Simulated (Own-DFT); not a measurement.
# Shaking the atoms of beta-Si3N4, 42 atoms (N24Si18)

These are calculations, not measurements. They come from Own-DFT, an in-house plane-wave density functional program, since retired, whose code no person has reviewed. Each row is one single-point run on a periodic cell that was not relaxed, without spin or spin-orbit coupling.

Settings of every run: PBE; PseudoDojo norm-conserving scalar-relativistic files; cutoff 42 hartree; 3 x 3 x 3 k mesh centred on Gamma; Fermi-Dirac smearing of 0.1 eV.

Known limits, some of them of some rows only: some atoms lie very close together; forces on such cells passed a denser k mesh, each cell not checked; stress not checked against mesh or cutoff.

Cell vectors in Å: (7.606, 0.000, 0.000); (-3.803, 6.587, 0.000); (0.000, 0.000, 8.727). In each run every atom was moved at random and independently from its ideal site; u is the rms move along one axis. E is the free energy for each atom above the fitted value at u = 0, and F the rms of the force components.

```
run,u (Å),E (meV/atom),F (eV/Å),largest force (eV/Å),P (GPa)
1,0.0187,14.4,0.763,2.36,5.34
2,0.0192,15.9,0.818,2.73,5.47
3,0.0201,19.8,0.905,2.55,5.82
4,0.0506,111.9,1.892,6.08,7.37
5,0.0521,103.4,1.812,5.81,6.94
6,0.0523,112.1,2.027,7.53,8.33
7,0.0907,?,?,?,?
8,0.1018,470.5,4.366,16.69,18.89
9,0.1062,517.1,5.012,23.80,18.94
10,0.1508,1166.1,9.084,54.63,35.07
```

## Worked fit

For small independent moves the energy grows as E = (3/2) K u², with K the mean stiffness felt by one atom. The runs with u up to 0.11 Å give K = 28.8 ± 1.0 eV/Å², with residuals divided by u² + 0.0006 Å², since the noise grows with the moves. The scatter is 7.8 meV/atom at u = 0.05 Å. The forces follow F = G u with G = 41.3 eV/Å²; no force at u = 0 is resolved. G exceeds K because the moves of its neighbours add to the force on an atom, and stiffness differs between atoms. At u = 0.151 Å the parabola gives 983 meV/atom and the run 1166. The pressure follows P = 4.63 + 1300 u² GPa: at fixed volume, shortened bonds push harder than stretched ones pull.

## Withheld run

Question: what energy and rms force should run 7 give?

The fit gives 356 ± 25 meV/atom and about 3.74 eV/Å. The calculation gave 454.1 meV/atom and 5.487 eV/Å. This run lies off the fit, by chance or by something that the fit leaves out.
